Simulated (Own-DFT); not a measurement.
# Biaxial strain at fixed height in wurtzite AlGaN with randomly placed atoms, 72 atoms (Al27Ga9N36)

Everything here is calculated. The program is Own-DFT (plane waves, in-house, since retired, never reviewed by a person); positions were held fixed, and spin and spin-orbit coupling were off.

Method: PBE; PseudoDojo norm-conserving scalar-relativistic files (stringent for Ga); cutoff 96 hartree; 4 x 4 x 3 k mesh centred on Gamma; Gaussian smearing of 0.01 eV.

Known weak points: forces on such cells passed a denser k mesh, each cell not checked; stress not checked against mesh or cutoff.

Unstrained cell vectors in Å: (9.394, 0.000, 0.000); (-4.697, 8.135, 0.000); (0.000, 0.000, 10.066). The unstrained cell has measured lattice constants (interpolated for alloys), not those of this functional. That, the random moves and any unrelaxed bonds set the pressure at no strain. Each run strains x and y alike by e, as a substrate would, and holds the height along z. Each coordinate of each atom was shifted by a normal deviate of width 0.05 Å. The random placing of the alloy's atoms differs from row to row. Stress is positive in tension.

| e (%) | u (Å) | (s_xx + s_yy)/2 (GPa) | s_zz (GPa) |
|---|---|---|---|
| -2.00 | 0.046 | -17.26 | -11.87 |
| -1.00 | 0.051 | ? | ? |
| -0.75 | 0.045 | -10.59 | -6.88 |
| 0.25 | 0.049 | -4.35 | -6.54 |
| 1.00 | 0.051 | -0.80 | -5.27 |
| 1.25 | 0.053 | 1.13 | -6.45 |
| 2.00 | 0.047 | 4.07 | -3.91 |
| 2.25 | 0.046 | 5.64 | -2.92 |
| 2.75 | 0.047 | 7.60 | -2.16 |
| 3.00 | 0.047 | 8.51 | -2.62 |

## Analysis

With e as a fraction, the in-plane stress is -5.8 + 544 e - 1961 e² GPa (errors 10 and 519, scatter 0.36), and s_zz is -7.3 + 173 e GPa (slope ± 21, scatter 0.98). At e = 0 the first slope is C11 + C12 and the second 2 C13, both with the ions held to the strained lattice and at the cell's own pressure. The term in e² is negative: the layer stiffens under compression and softens under tension. A free layer would change its height as e changes, and the in-plane slope would drop by 2 C13²/C33 to the biaxial modulus. At fixed height, a misfit of 1 % moves the in-plane stress by about 5.4 GPa and s_zz by 1.7 GPa.

## The run left out

The question: what are the two stresses at e = -1.00 %?

From the fit: -11.5 and -9.0 GPa. The calculation gave -11.55 and -9.42 GPa.
